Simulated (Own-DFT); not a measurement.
SiC (2H silicon carbide, strained, atoms displaced) (calculated)

All values are calculated (Own-DFT development build). A calculation, not a measurement: plane-wave PBE density functional theory by an unreviewed code, no spin, of a simulated periodic cell, stress positive in tension, free energy of the whole cell less one offset for each atom, forces on such cells passed a denser k mesh, this cell's mesh not checked; offsets are fitted by least squares, one for each functional and potential file, so energies compare only between cells with the same atoms and settings and are not formation energies; the far tail of each file's local potential was reset to the Coulomb form; each entry is a single point on an unrelaxed cell, so the pressure reflects the starting lattice, mostly measured values (interpolated for alloys), from which strain is counted, and rises with the displacements; printed positions are rounded, which can move forces by about a meV/angstrom; the program, named Own-DFT, is a retired in-house code; no spin-orbit coupling.

Common to all runs: functional PBE; potential files PseudoDojo norm-conserving, scalar-relativistic, standard set; wave cutoff 42 hartree; occupations Fermi-Dirac; smearing width 0.1 eV; hardware one NVIDIA H100; k mesh 4 x 4 x 3 centred on Gamma.

(1) SiC (2H silicon carbide, strained, atoms displaced)

```
CELL_PARAMETERS angstrom
9.26810 0.10740 -0.06320
-4.54100 8.01890 0.12590
-0.06880 0.11850 9.88540
ATOMIC_POSITIONS crystal
Si 0.00217 0.99651 0.00202
Si 0.11415 0.23210 0.25375
C 0.99702 0.99044 0.18609
C 0.11901 0.22461 0.43900
Si 0.99933 0.00315 0.49178
Si 0.10706 0.22108 0.75088
C 0.99412 0.99828 0.68454
C 0.11174 0.22553 0.94771
Si 0.00153 0.34096 0.99923
Si 0.09896 0.55145 0.25037
C 0.99218 0.33370 0.17308
C 0.10893 0.56087 0.43239
Si 0.99151 0.32481 0.49810
Si 0.09826 0.55257 0.75641
C 0.00972 0.34355 0.69244
C 0.11257 0.55911 0.94679
Si 0.99290 0.67359 0.00283
Si 0.12080 0.89544 0.25960
C 0.00116 0.66959 0.18514
C 0.10818 0.88386 0.44222
Si 0.98828 0.66765 0.50822
Si 0.10278 0.89190 0.75365
C 0.99894 0.67459 0.69309
C 0.10994 0.88859 0.94057
Si 0.33573 0.99199 0.00038
Si 0.44880 0.22165 0.25417
C 0.33660 0.99475 0.18239
C 0.44798 0.21717 0.43549
Si 0.33433 0.01189 0.49573
Si 0.45792 0.22637 0.75325
C 0.33259 0.99490 0.69162
C 0.44063 0.22419 0.94551
Si 0.34576 0.34564 0.00106
Si 0.45167 0.56228 0.24846
C 0.34177 0.32779 0.18566
C 0.44798 0.56207 0.43382
Si 0.32856 0.32971 0.50491
Si 0.45459 0.55597 0.75273
C 0.33085 0.33464 0.69104
C 0.44422 0.56582 0.93872
Si 0.33083 0.66468 0.00304
Si 0.44351 0.88475 0.25439
C 0.33434 0.66762 0.18911
C 0.44637 0.87703 0.43349
Si 0.32338 0.65716 0.50686
Si 0.45384 0.90283 0.74755
C 0.32812 0.66698 0.69059
C 0.44050 0.88965 0.93123
Si 0.66597 0.00939 0.99614
Si 0.77509 0.22492 0.25589
C 0.68000 0.00219 0.18623
C 0.77154 0.22591 0.42597
Si 0.66321 0.99553 0.49811
Si 0.78700 0.23538 0.74478
C 0.66077 0.99749 0.68766
C 0.76684 0.22081 0.94448
Si 0.67068 0.33408 0.99473
Si 0.78455 0.55576 0.25793
C 0.67922 0.34742 0.18896
C 0.78523 0.55581 0.44017
Si 0.66898 0.33427 0.49073
Si 0.76285 0.53909 0.74457
C 0.66600 0.33241 0.68692
C 0.78347 0.55905 0.93326
Si 0.65791 0.67004 0.99395
Si 0.76647 0.88870 0.24937
C 0.66578 0.66821 0.18409
C 0.77456 0.89304 0.43219
Si 0.65747 0.65373 0.49666
Si 0.77115 0.89318 0.74882
C 0.66830 0.66537 0.69158
C 0.78032 0.89282 0.93307
```

```
free energy of cell above offsets : -3.636 eV
pressure                          : 7.73 GPa
stress xx                         : -3.51 GPa
stress yy                         : -0.11 GPa
stress zz                         : -19.55 GPa
stress yz                         : 3.93 GPa
stress xz                         : -2.68 GPa
stress xy                         : 5.81 GPa
wall time                         : 347.2 s
```

Force:
| element | x (eV/Å) | y (eV/Å) | z (eV/Å) |
| --- | --- | --- | --- |
| Si | -0.988 | 1.094 | -0.137 |
| Si | 0.575 | -1.396 | -3.114 |
| C | -0.465 | 1.404 | 2.151 |
| C | -1.791 | -0.06 | 0.234 |
| Si | -0.197 | -1.188 | 0.745 |
| Si | 1.261 | -0.286 | 1.401 |
| C | -0.882 | 1.155 | -0.166 |
| C | 0.434 | 0.045 | -1.686 |
| Si | -0.048 | -1.4 | -1.923 |
| Si | 1.732 | 0.391 | -1.746 |
| C | 0.682 | 0.171 | 5.921 |
| C | -0.462 | -1.564 | 2.281 |
| Si | 0.437 | 2.191 | -0.214 |
| Si | 2.12 | 2.603 | 0.04 |
| C | -1.782 | -1.607 | -1.43 |
| C | -1.125 | 0.278 | -1.262 |
| Si | 1.526 | -0.922 | -0.813 |
| Si | -0.874 | -1.325 | -2.795 |
| C | -0.76 | 0.691 | 1.944 |
| C | -0.061 | 1.539 | 0.427 |
| Si | 3.251 | 0.365 | -0.421 |
| Si | 1.735 | -0.168 | -0.292 |
| C | -0.858 | -1.718 | -0.161 |
| C | 0.52 | 0.577 | -0.283 |
| Si | -1.935 | 1.342 | -0.901 |
| Si | 0.86 | -0.133 | -2.854 |
| C | -0.25 | 0.985 | 2.58 |
| C | -1.02 | 2.381 | 1.104 |
| Si | 1.425 | -4.161 | 1.897 |
| Si | -3.039 | -1.952 | 0.34 |
| C | -1.797 | 2.287 | -1.14 |
| C | 1.966 | -0.143 | -1.381 |
| Si | -1.659 | -1.506 | -0.11 |
| Si | -0.269 | -1.458 | -0.729 |
| C | -2.08 | 1.653 | 1.584 |
| C | -0.521 | -2.195 | 1.279 |
| Si | 1.43 | 1.593 | -0.854 |
| Si | -3.031 | 0.21 | -0.947 |
| C | 1.154 | -0.311 | 0.304 |
| C | 0.808 | -1.263 | -0.261 |
| Si | -0.73 | 1.228 | -0.498 |
| Si | 1.05 | -0.007 | -2.12 |
| C | -0.651 | -0.525 | 0.171 |
| C | -1.612 | 1.44 | 2.393 |
| Si | 0.31 | 1.097 | -1.228 |
| Si | -1.17 | -3.523 | -0.102 |
| C | 0.658 | -0.011 | 0.926 |
| C | 1.629 | -0.189 | 1.494 |
| Si | 0.853 | -2.538 | 0.755 |
| Si | 1.23 | -0.553 | -5.9 |
| C | -4.788 | 1.762 | -0.645 |
| C | 1.794 | -1.186 | 5.551 |
| Si | -0.786 | 0.007 | -0.489 |
| Si | 0.291 | -2.34 | 1.657 |
| C | 0.784 | 2.627 | -1.042 |
| C | 2.673 | 1.392 | -2.972 |
| Si | -2.275 | 1.532 | 1.99 |
| Si | -0.849 | 1.54 | -2.96 |
| C | -1.123 | -1.988 | 0.085 |
| C | -2.233 | -0.439 | 0.565 |
| Si | -0.763 | -0.225 | 1.291 |
| Si | 1.615 | 3.981 | 1.53 |
| C | 0.434 | -0.448 | -1.938 |
| C | -1.85 | -0.926 | 0.201 |
| Si | 2.353 | 0.419 | 0.723 |
| Si | 4.309 | -1.384 | -0.758 |
| C | 0.543 | 0.052 | 0.897 |
| C | 1.213 | -0.906 | 1.78 |
| Si | 0.303 | 2.419 | 0.745 |
| Si | 2.122 | -1.009 | -0.234 |
| C | -0.69 | 0.195 | -1.403 |
| C | -0.665 | 0.311 | 0.926 |

(2) SiC (2H silicon carbide, strained, atoms displaced)

```
CELL_PARAMETERS angstrom
9.38010 0.06790 -0.14000
-4.63130 7.89770 -0.01350
-0.15240 -0.10500 10.11200
ATOMIC_POSITIONS crystal
Si 0.00314 0.00249 0.99604
Si 0.10653 0.21341 0.25857
C 0.00865 0.00197 0.18784
C 0.11242 0.22043 0.43436
Si 0.99912 0.98172 0.49767
Si 0.11051 0.23075 0.75027
C 0.01042 0.00700 0.69133
C 0.11491 0.23201 0.93465
Si 0.00422 0.34059 0.99780
Si 0.10699 0.55729 0.25381
C 0.00185 0.33032 0.18489
C 0.09277 0.54114 0.43770
Si 0.00986 0.32953 0.49550
Si 0.11329 0.55421 0.75090
C 0.00072 0.32633 0.68692
C 0.10878 0.56202 0.93442
Si 0.99394 0.67457 0.98883
Si 0.11162 0.89327 0.24452
C 0.00203 0.66945 0.19929
C 0.11135 0.87673 0.44018
Si 0.00000 0.67069 0.49849
Si 0.11596 0.89043 0.75168
C 0.00393 0.66558 0.68479
C 0.10711 0.88694 0.93878
Si 0.33710 0.99864 0.00138
Si 0.44620 0.22713 0.25264
C 0.33412 0.99179 0.19393
C 0.44701 0.22043 0.43553
Si 0.34113 0.01082 0.49246
Si 0.45006 0.23002 0.75324
C 0.32989 0.99920 0.68754
C 0.44184 0.22030 0.94097
Si 0.34224 0.34513 0.99980
Si 0.44249 0.55686 0.25074
C 0.33888 0.33420 0.18858
C 0.43894 0.55390 0.44163
Si 0.33388 0.33122 0.49970
Si 0.44744 0.56278 0.74941
C 0.33742 0.32361 0.68910
C 0.45165 0.56099 0.93556
Si 0.33549 0.66750 0.00312
Si 0.45658 0.89113 0.24149
C 0.34169 0.67333 0.18938
C 0.44678 0.88530 0.43406
Si 0.33132 0.67515 0.49335
Si 0.44452 0.89140 0.75364
C 0.32199 0.65559 0.68468
C 0.44492 0.88719 0.93758
Si 0.66652 0.00227 0.99693
Si 0.76775 0.22511 0.25328
C 0.66234 0.99727 0.18603
C 0.78836 0.22820 0.44163
Si 0.65956 0.99518 0.49789
Si 0.77420 0.21043 0.74765
C 0.66744 0.00304 0.68518
C 0.77208 0.22484 0.93480
Si 0.67341 0.33788 0.00346
Si 0.77114 0.54865 0.25753
C 0.67134 0.33471 0.18949
C 0.77720 0.55340 0.43383
Si 0.66107 0.33501 0.50283
Si 0.78262 0.55358 0.74366
C 0.66423 0.33666 0.68417
C 0.77842 0.54923 0.93852
Si 0.67076 0.67060 0.00303
Si 0.78459 0.88430 0.25447
C 0.67518 0.66819 0.17604
C 0.77925 0.88726 0.43664
Si 0.67423 0.66550 0.49929
Si 0.77752 0.88446 0.75215
C 0.67786 0.66792 0.68879
C 0.77092 0.89223 0.93782
```

```
free energy of cell above offsets : -6.359 eV
pressure                          : 3.27 GPa
stress xx                         : 3.13 GPa
stress yy                         : -8.7 GPa
stress zz                         : -4.24 GPa
stress yz                         : -2.38 GPa
stress xz                         : -4.99 GPa
stress xy                         : 4.42 GPa
wall time                         : 361 s
```

Force:
| element | x (eV/Å) | y (eV/Å) | z (eV/Å) |
| --- | --- | --- | --- |
| Si | -0.923 | 0.971 | 0.239 |
| Si | 0.215 | 2.302 | -2.884 |
| C | -1.782 | -0.504 | -0.634 |
| C | 1.2 | -1.429 | 1.716 |
| Si | -0.689 | 2.518 | 1.353 |
| Si | 2.746 | -1.272 | 0.083 |
| C | -1.205 | -1.525 | -0.589 |
| C | 0.422 | -0.432 | 0.875 |
| Si | -0.566 | -0.688 | 0.324 |
| Si | 1.086 | -0.686 | -0.781 |
| C | -0.823 | 0.158 | 0.707 |
| C | 1.711 | 2.774 | -0.115 |
| Si | -1.794 | -0.478 | 1.548 |
| Si | -0.615 | -0.528 | -0.747 |
| C | -1.82 | 1.124 | -0.615 |
| C | 0.736 | 0.117 | 0.837 |
| Si | 1.855 | -2.022 | 2.885 |
| Si | 1.954 | -1.373 | 1.457 |
| C | -1.308 | -0.628 | -2.365 |
| C | 0.013 | 3.167 | -1.62 |
| Si | 0.886 | -2.964 | 0.56 |
| Si | -0.415 | 0.187 | -0.573 |
| C | -0.681 | -0.012 | 0.412 |
| C | 0.662 | 1.776 | -0.569 |
| Si | -0.807 | 0.064 | 0.45 |
| Si | 0.9 | -1.08 | -1.362 |
| C | -0.609 | 1.562 | -1.091 |
| C | -0.802 | 1.62 | -0.153 |
| Si | 0.043 | -3.263 | 1.786 |
| Si | 0.811 | -1.779 | 0.284 |
| C | 1.211 | 0.678 | -0.216 |
| C | 0.682 | 0.911 | 0.1 |
| Si | -0.337 | -1.771 | 0.045 |
| Si | 1.091 | 0.06 | 0.115 |
| C | -1.246 | 0.003 | 0.031 |
| C | 0.991 | 0.695 | -0.597 |
| Si | -0.126 | 0.069 | 0.592 |
| Si | 0.885 | -1.414 | -0.812 |
| C | -2.557 | 2.384 | -0.615 |
| C | -0.588 | 0.384 | 0.4 |
| Si | -0.374 | -0.26 | -0.672 |
| Si | -1.652 | -0.204 | 1.803 |
| C | -1.071 | -1.819 | -0.359 |
| C | -0.993 | 1.628 | -0.584 |
| Si | -0.103 | -2.794 | 1.203 |
| Si | -0.202 | -0.687 | -1.446 |
| C | 1.116 | 2.049 | -0.051 |
| C | -0.265 | 0.269 | 0.285 |
| Si | -0.317 | 0.478 | 0.805 |
| Si | 3.652 | -0.956 | 0.157 |
| C | 2.067 | 1.006 | -0.05 |
| C | -1.953 | -1.343 | -0.337 |
| Si | 1.599 | 1.335 | 0.089 |
| Si | -0.304 | 3.42 | 0.217 |
| C | -0.081 | -3.101 | -0.085 |
| C | 1.452 | -0.346 | 0.149 |
| Si | -1.086 | -1.167 | -0.402 |
| Si | 1.204 | 1.955 | -2.603 |
| C | -2.067 | -0.184 | -0.295 |
| C | -0.618 | 0.159 | 1.972 |
| Si | 2.252 | -0.262 | -0.573 |
| Si | 0.397 | 0.46 | 1.434 |
| C | 0.864 | -1.356 | 0.733 |
| C | -1.404 | 1.567 | -1.132 |
| Si | 0.283 | -0.341 | -2.643 |
| Si | -0.949 | 0.821 | -1.807 |
| C | -0.894 | -0.683 | 4.162 |
| C | -0.04 | -0.36 | 0.556 |
| Si | -1.816 | -0.143 | 0.21 |
| Si | 0.534 | 1.773 | -0.619 |
| C | -1.613 | -0.366 | -0.576 |
| C | 1.977 | -0.224 | -0.001 |

(3) SiC (2H silicon carbide, strained, atoms displaced)

```
CELL_PARAMETERS angstrom
9.38800 0.01380 0.15980
-4.68200 8.02640 -0.13150
0.17400 -0.06490 9.90380
ATOMIC_POSITIONS crystal
Si 0.00958 0.00349 0.00201
Si 0.10182 0.22052 0.24908
C 0.99929 0.99164 0.18341
C 0.10506 0.22116 0.43707
Si 0.00042 0.00074 0.49777
Si 0.11857 0.21993 0.75020
C 0.98690 0.00150 0.68456
C 0.10401 0.22077 0.94392
Si 0.00319 0.33739 0.00754
Si 0.11378 0.55341 0.25186
C 0.00399 0.33043 0.19015
C 0.11403 0.56342 0.43514
Si 0.00556 0.33925 0.49167
Si 0.10843 0.55583 0.74382
C 0.00079 0.32840 0.69259
C 0.10797 0.55187 0.94307
Si 0.01515 0.67662 0.99752
Si 0.11865 0.89779 0.24464
C 0.00243 0.66952 0.19681
C 0.11717 0.88616 0.43724
Si 0.00824 0.67612 0.49380
Si 0.10618 0.89817 0.74342
C 0.99542 0.67609 0.68245
C 0.11010 0.90052 0.93330
Si 0.33710 0.98921 0.99613
Si 0.43464 0.22257 0.24734
C 0.35033 0.00716 0.19275
C 0.43782 0.21791 0.42704
Si 0.33174 0.99679 0.49428
Si 0.44857 0.22532 0.75153
C 0.34852 0.00258 0.68618
C 0.44524 0.22817 0.94192
Si 0.33609 0.33161 0.00130
Si 0.43649 0.54736 0.24172
C 0.34189 0.32964 0.17582
C 0.45014 0.56140 0.44013
Si 0.33453 0.33816 0.50015
Si 0.44093 0.56136 0.75274
C 0.33371 0.33365 0.69198
C 0.44216 0.54918 0.93483
Si 0.34006 0.67675 0.00666
Si 0.43368 0.88961 0.25715
C 0.33209 0.66672 0.18502
C 0.44320 0.89236 0.43342
Si 0.33035 0.66107 0.50331
Si 0.44043 0.88566 0.75196
C 0.33655 0.66953 0.70203
C 0.45264 0.89205 0.94783
Si 0.67125 0.00092 0.99413
Si 0.78225 0.21772 0.25459
C 0.68771 0.00846 0.19199
C 0.78124 0.23076 0.42918
Si 0.66244 0.99921 0.49911
Si 0.76754 0.22289 0.74785
C 0.65780 0.98880 0.68089
C 0.76946 0.21061 0.93799
Si 0.66246 0.33206 0.00316
Si 0.79299 0.56180 0.25231
C 0.66632 0.33797 0.17672
C 0.78849 0.56301 0.43925
Si 0.65577 0.33916 0.49696
Si 0.77630 0.54915 0.75869
C 0.66015 0.32699 0.68478
C 0.77487 0.55026 0.93687
Si 0.66172 0.66715 0.99807
Si 0.78285 0.89646 0.25306
C 0.66848 0.67151 0.19103
C 0.77942 0.88726 0.44128
Si 0.66839 0.66449 0.50342
Si 0.77402 0.88934 0.75171
C 0.65806 0.66813 0.69085
C 0.78341 0.88456 0.93188
```

```
free energy of cell above offsets : -4.120 eV
pressure                          : 5.45 GPa
stress xx                         : 3.13 GPa
stress yy                         : -1.9 GPa
stress zz                         : -17.57 GPa
stress yz                         : -1.5 GPa
stress xz                         : 5.38 GPa
stress xy                         : 1.92 GPa
wall time                         : 345.5 s
```

Force:
| element | x (eV/Å) | y (eV/Å) | z (eV/Å) |
| --- | --- | --- | --- |
| Si | -2.931 | 0.205 | -0.851 |
| Si | 2.601 | -0.688 | -0.619 |
| C | 0.137 | 1.477 | 1.732 |
| C | 1.604 | 0.444 | -0.351 |
| Si | -0.415 | -0.417 | -0.076 |
| Si | -2.51 | 0.246 | 0.713 |
| C | 2.389 | 0.39 | 0.313 |
| C | 1.774 | 0.496 | -0.71 |
| Si | -1.081 | -1.201 | -1.968 |
| Si | -0.595 | 0.671 | -1.269 |
| C | -1.001 | 1.04 | 0.631 |
| C | 1.279 | -0.862 | 1.237 |
| Si | -1.759 | -0.56 | 2.005 |
| Si | -0.479 | -0.151 | 1.365 |
| C | -0.755 | 0.749 | -1.423 |
| C | 0.924 | 1.579 | -0.904 |
| Si | -2.584 | -1.199 | 0.567 |
| Si | 0.587 | -0.936 | 0.881 |
| C | 2.153 | 0.902 | -2.029 |
| C | -1.362 | 2.149 | -0.615 |
| Si | -0.968 | -1.574 | 1.168 |
| Si | 1.039 | -0.295 | -0.128 |
| C | 1.297 | -1.095 | 0.96 |
| C | 3.433 | -1.783 | 0.115 |
| Si | -2.202 | 3.157 | 0.935 |
| Si | 3.125 | 1.068 | -1.331 |
| C | -2.99 | -1.071 | -2.065 |
| C | -0.308 | 0.978 | 2.689 |
| Si | 0.277 | 0.989 | 1.088 |
| Si | -0.774 | -0.541 | 0.277 |
| C | -2.982 | 0.034 | -0.019 |
| C | 1.188 | -2.065 | -1.099 |
| Si | -1.711 | 0.11 | -2.656 |
| Si | 1.544 | 1.758 | 1.083 |
| C | -3.035 | 0.213 | 3.655 |
| C | -0.529 | -1.246 | -0.774 |
| Si | -0.253 | -0.707 | -0.202 |
| Si | 1.297 | -1.18 | -0.262 |
| C | 0.655 | 0.104 | -0.88 |
| C | -0.638 | 1.254 | 1.81 |
| Si | 0.023 | -2.512 | -2.378 |
| Si | 3.693 | -0.407 | -2.141 |
| C | 0.127 | 0.016 | 2.181 |
| C | 0.86 | -1.236 | 2.474 |
| Si | 0.194 | 1.616 | 0.031 |
| Si | 1.036 | 1.066 | 0.226 |
| C | -1.706 | -0.992 | -2.528 |
| C | 0.123 | -0.876 | -2.065 |
| Si | 1.384 | -0.635 | 2.133 |
| Si | -1.772 | 1.61 | -3.115 |
| C | -2.61 | -1.531 | -1.431 |
| C | -0.446 | -0.453 | 3.969 |
| Si | 0.611 | 0.561 | -1.34 |
| Si | 2.214 | -1.22 | -0.083 |
| C | -0.196 | 1.369 | 2.136 |
| C | 0.033 | 2.674 | -0.375 |
| Si | 0.74 | -0.064 | -2.508 |
| Si | -3.462 | -1.282 | -1.143 |
| C | 0.922 | -0.296 | 5.001 |
| C | -0.967 | -0.765 | 0.227 |
| Si | 2.21 | -0.552 | -0.831 |
| Si | -1.102 | 1.153 | -2.791 |
| C | 0.178 | 1.468 | 0.022 |
| C | 0.77 | 0.937 | 1.809 |
| Si | 1.259 | -0.413 | 0.41 |
| Si | 0.294 | -2.087 | -0.231 |
| C | 0.096 | -0.54 | -0.356 |
| C | -0.163 | 0.452 | -0.241 |
| Si | -0.127 | 0.978 | -0.473 |
| Si | -0.483 | -0.399 | -1.446 |
| C | 1.496 | -0.819 | 0.068 |
| C | -0.672 | 0.734 | 1.801 |
